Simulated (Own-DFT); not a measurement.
# Response to strain: C40 NbSi2, 36 atoms (Nb12Si24)

All numbers below are calculated, not measured. They come from Own-DFT, an in-house plane-wave density functional program, since retired, whose code no person has reviewed. Each row is one single-point run on a periodic cell that was not relaxed, without spin or spin-orbit coupling.

Settings of every run: PBE; PseudoDojo norm-conserving scalar-relativistic files; cutoff 42 hartree; 4 x 4 x 5 k mesh centred on Gamma; cold (Marzari-Vanderbilt) smearing of 0.2 eV.

Known limits: forces on such cells failed a check on a denser k mesh; stress not checked against mesh or cutoff.

Unstrained cell vectors in Å: (0.000, 8.324, 0.000); (-9.613, 0.000, 0.000); (0.000, 0.000, 6.586). The unstrained cell was taken from the Materials Project. The random moves and any unrelaxed bonds add to the pressure at no strain. Each run strains this cell uniformly, with the atoms carried along. Every atom was also moved at random, by a Gaussian of width 0.05 Å on each axis. Strain is the symmetric tensor, in per cent. Stress is positive in tension, and the pressure is minus a third of its trace.

```
run  e_xx (%)  e_yy (%)  e_zz (%)  e_yz (%)  e_xz (%)  e_xy (%)  s_xx (GPa)  s_yy (GPa)  s_zz (GPa)  s_yz (GPa)  s_xz (GPa)  s_xy (GPa)  P (GPa)  E (meV/atom)
  1     -1.99      0.55     -1.92      0.65     -0.66      1.90      -11.49       -4.11      -14.93        1.83       -2.80        6.29    10.18          25.3
  2      1.22     -0.40     -1.33      1.88      0.12      0.81        0.50       -3.67       -9.49        6.61        0.00        2.21     4.22           0.9
  3      1.43     -1.79     -0.67      0.18      0.42      1.03        0.36       -8.91       -7.11        0.38        1.87        3.50     5.22          10.2
  4     -1.24      1.19     -1.99      1.64     -0.61      0.14       -9.20       -0.49      -15.00        5.66       -2.02        0.80     8.23          39.5
  5     -0.12      1.66      1.36     -1.56     -1.79      1.03       -1.07        3.23        2.49       -4.39       -5.33        3.16    -1.55          18.6
  6     -0.84      0.15     -1.22     -0.95      0.37      1.06       -6.52       -3.32      -10.04       -3.82        1.71        3.10     6.63           1.4
  7     -1.78     -1.05     -1.38     -1.19     -1.17     -1.51      -11.63       -9.05      -13.99       -4.34       -4.31       -5.37    11.56          29.9
  8     -1.13     -1.08      0.77     -1.28     -1.70     -1.06       -7.22       -6.22       -2.58       -4.21       -5.02       -3.45     5.34           5.0
  9      0.98      1.97      1.91      0.53      1.46     -1.92        3.12        6.25        6.34        2.39        3.87       -5.18    -5.24           4.8
 10     -0.11      0.88      0.46      1.71      1.28      0.52       -2.17        1.29       -1.30        4.96        3.74        1.17     0.72           0.2
 11      1.11      1.62      0.39      1.12      1.71      1.43        2.53        4.15       -0.13        3.18        5.09        3.39    -2.18           0.0
 12     -0.07     -1.85      1.70      0.61      1.85      1.19       -3.35       -8.02        1.34        1.59        5.88        3.87     3.34          15.7
 13     -1.54      1.05     -0.58      1.40     -0.58      1.10       -9.09        0.01       -7.03        4.49       -1.98        4.04     5.37          12.3
 14     -0.85     -0.39     -0.30     -1.72     -1.92     -0.05       -7.11       -4.81       -7.10       -5.05       -5.57        0.37     6.34          26.4
 15     -1.72     -1.41     -0.85      0.33     -0.15      0.25      -10.51      -10.14      -11.45        1.81       -0.80        0.69    10.70          14.6
 16     -0.74      0.91     -1.93     -1.90      0.23      0.42           ?           ?           ?           ?           ?           ?        ?             ?
```

E is the free energy for each atom above the lowest run shown.

## Worked fit

Each stress component was fitted by least squares to a constant and the strains of the runs shown, as fractions, with shears doubled. Shear strains stay in the fit of a normal stress only where such slopes are resolved. The slopes, in GPa:

```
stress,at no strain,per e_xx,per e_yy,per e_zz,scatter
s_xx,-3.0,373 ± 11,61 ± 9,81 ± 10,0.43
s_yy,-2.7,76 ± 13,357 ± 11,69 ± 12,0.53
s_zz,-4.5,108 ± 15,76 ± 12,455 ± 14,0.59
```

Each shear stress against twice its own strain: yz 173 ± 9, xz 153 ± 7, xy 154 ± 8 GPa. These are stiffnesses along x, y and z of the frame in which the cell vectors are given, which need not be the crystal's axes. The atoms are held to the strained lattice; where symmetry lets them move under strain, relaxing them would lower some slopes. The table should be nearly symmetric about its diagonal, and what it lacks of that shows the noise. A ninth of its sum, 184 ± 5 GPa, estimates the bulk modulus near the mean pressure of these runs, 4.6 GPa, so it lies above the value at zero pressure.

## Withheld run

Question: what normal stresses and pressure should run 16 give?

The fit gives s_xx = -6.8, s_yy = -1.3, s_zz = -13.4 and P = 7.2 GPa. The calculation gave -5.74, -1.47, -13.40 and P = 6.87 GPa.
